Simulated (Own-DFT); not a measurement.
# Bulk modulus against bond length in tetrahedral crystals

Everything here is calculated. The program is Own-DFT (plane waves, in-house, since retired, never reviewed by a person); positions were held fixed, and spin and spin-orbit coupling were off.

Keep in mind (not all hold for every row): forces on such cells moved up to 12 meV/angstrom on a denser k mesh; forces not confirmed at this smearing and k mesh; k mesh not checked against a denser one; forces on such cells passed a denser k mesh, each cell not checked; stress not checked against mesh or cutoff.

All runs are PBE with PseudoDojo norm-conserving files; cutoff and k mesh are each material's own. Every cell starts from measured lattice constants and was given uniform random strains and small random moves of its atoms. Each triple is the change of volume in per cent, the rms move u in Å and the pressure in GPa.

- 4H SiC (C36Si36), 10.36 Å³/atom unstrained: (-3.14, 0.050, 12.82); (-1.14, 0.053, 8.74); (-0.15, 0.050, 5.49); (0.28, 0.051, 5.81); (0.71, 0.052, 4.76); (1.15, 0.048, 3.25); (3.87, 0.051, -3.20)
- wurtzite AlN (Al36N36), 10.45 Å³/atom unstrained: withheld
- wurtzite GaN (Ga36N36), 11.42 Å³/atom unstrained: (-2.62, 0.046, 13.23); (-2.13, 0.053, 12.78); (-1.90, 0.046, 11.91); (-0.39, 0.051, 8.95); (0.84, 0.052, 5.94); (0.98, 0.050, 5.68); (2.11, 0.047, 3.38)
- diamond silicon (Si64), 20.02 Å³/atom unstrained: (-2.87, 0.051, 5.97); (-2.72, 0.050, 5.34); (1.11, 0.053, 1.46); (1.67, 0.054, 1.22); (1.98, 0.051, 0.83); (2.54, 0.051, 0.34); (3.18, 0.048, -0.31)
- zincblende GaAs (As32Ga32), 22.58 Å³/atom unstrained: (-2.81, 0.047, 6.43); (-1.84, 0.052, 5.66); (-1.68, 0.045, 5.41); (-0.47, 0.055, 4.81); (0.45, 0.048, 3.68); (1.80, 0.050, 2.78); (2.46, 0.050, 2.23)
- zincblende InP (In32P32), 25.27 Å³/atom unstrained: (-2.53, 0.049, 5.79); (-2.00, 0.046, 5.12); (-1.99, 0.049, 5.27); (-1.08, 0.051, 4.44); (0.57, 0.047, 3.25); (3.29, 0.048, 1.47); (3.89, 0.050, 1.03)
- grey tin (Sn64), 34.15 Å³/atom unstrained: (-3.42, 0.057, 5.94); (-2.81, 0.044, 5.47); (-0.70, 0.052, 4.11); (-0.62, 0.047, 3.97); (0.52, 0.046, 3.54); (0.54, 0.051, 3.58); (2.04, 0.051, 2.69)

## Fit

Fit a line to each set against the fractional change of volume; B is minus its slope, and u is nearly the same within a set. To take it to zero pressure, assume that B rises by 4 GPa for each GPa: B0 = B - 4 x (mean pressure). The bond length of an ideal tetrahedral crystal with the unstrained volume v is d = (√3/4)(8 v)^(1/3). Cohen's empirical rule reads B0 = (1971 - 220 L) d^(-3.5) GPa, with L = 0 for group IV crystals and SiC and 1 for III-V compounds.

| material | L | d (Å) | B (GPa) | mean P (GPa) | B0 (GPa) | rule (GPa) |
|---|---|---|---|---|---|---|
| 4H SiC (C36Si36) | 0 | 1.888 | 228 ± 10 | 5.4 | 207 ± 10 | 213 |
| wurtzite AlN (Al36N36) | 1 | 1.893 | ? | ? | ? | 188 |
| wurtzite GaN (Ga36N36) | 1 | 1.950 | 216 ± 5 | 8.8 | 180 ± 5 | 169 |
| diamond silicon (Si64) | 0 | 2.352 | 100 ± 3 | 2.1 | 92 ± 3 | 99 |
| zincblende GaAs (As32Ga32) | 1 | 2.448 | 79 ± 3 | 4.4 | 62 ± 3 | 76 |
| zincblende InP (In32P32) | 1 | 2.541 | 72 ± 2 | 3.8 | 57 ± 2 | 67 |
| grey tin (Sn64) | 0 | 2.810 | 59 ± 3 | 4.2 | 42 ± 3 | 53 |

A line through ln[B0/(1971 - 220 L)] against ln d has a slope of -4.2 ± 0.2 and a scatter of 6 %. Against the rule, B0 stands at 97 % for 4H SiC, 107 % for wurtzite GaN, 93 % for diamond silicon, 81 % for zincblende GaAs, 85 % for zincblende InP, 79 % for grey tin. PBE tends to make silicon and heavier crystals too soft, and the rule itself is only a guide.

## Prediction

Question: what B0 does the fitted trend give for wurtzite AlN (Al36N36)?

From the line: 192 GPa. Its own runs give B = 219 ± 9 GPa at a mean pressure of 6.6 GPa, so B0 = 193 GPa.
